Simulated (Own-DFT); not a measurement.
# A pressure from energies alone: corundum Al2O3, 78 atoms (Al32O46), with two O vacancies

All values are computed. Each geometry was run twice at fixed positions with Own-DFT, a retired in-house plane-wave program that no person has reviewed: with PBE, and with HSE06 (exact exchange share 0.25 at short range, screening 0.11 per bohr, Gygi-Baldereschi treatment of its divergence). Both used PseudoDojo norm-conserving files made for PBE, a cutoff of 48 hartree, the Gamma point alone, fixed occupations, a neutral cell and no spin. The unstrained cell is 7.9 Å across at its thinnest, so Gamma alone is coarse and defects feel their images. The oxygen file's force components were 24 meV/Å off all-electron values in a glass.

Unstrained cell vectors in Å: (5.494, 0.000, 8.660); (-2.747, 4.758, 8.660); (-2.747, -4.758, 8.660), volume V0 = 679.1 Å³, from measured lattice constants. Each geometry has its own random strain of a few per cent, its own defect sites and random moves of rms u per axis. HSE06 gave the energy alone. D is its energy less that of PBE, over the lowest D shown. The PBE stress wasn't checked against mesh or cutoff.

```
run  V - V0 (Å³)   u (Å)  P with PBE (GPa)  D (eV)
  1        -10.6  0.0500             13.40   0.462
  2        -18.6  0.0304             14.70   0.000
  3         -3.0  0.0523             11.26   0.727
  4         -3.1  0.0292              8.30   0.616
  5        -10.8  0.0551             13.38   0.590
  6        -14.2  0.0315             13.29   0.194
  7         -2.3  0.0517              9.96   0.788
  8         -4.6  0.0493             11.17   0.742
  9          7.1  0.0479              6.11   1.132
 10         17.2  0.0496              3.68   1.513
 11          0.8  0.0299              7.05   0.852
 12          9.6  0.0492              5.73   1.194
 13          9.4  0.0315              3.78       ?
```

## What the rows give

D = 0.67 + 0.0377 (V - V0) + 83 u² eV, with an error of 0.0015 on the volume slope, 19 on the last term and a scatter of 0.05 eV. Pressure is -dE/dV, and 1 eV/Å³ is 160.2 GPa, so HSE06 changes the pressure by -6.0 ± 0.2 GPa. With the ions held to the strained lattice, the PBE pressure falls by 248 ± 10 GPa per unit of volume strain; the shape of the strain isn't fitted, so the true error is larger, and a relaxed crystal would be softer. On that slope HSE06's volume at a given pressure is about 2.4 % smaller, or 0.8 % in lengths. At u = 0 and V0 the PBE pressure is 6.6 GPa, which puts the zero-pressure volume, against the measured cell and with the defects in, at +2.7 % for PBE and +0.2 % for HSE06, each good to a few tenths of a per cent.

## Withheld run

Q: what D should run 13 give?

Estimate: 1.11 eV, with rows scattering by 0.05. Computed: 1.172 eV.
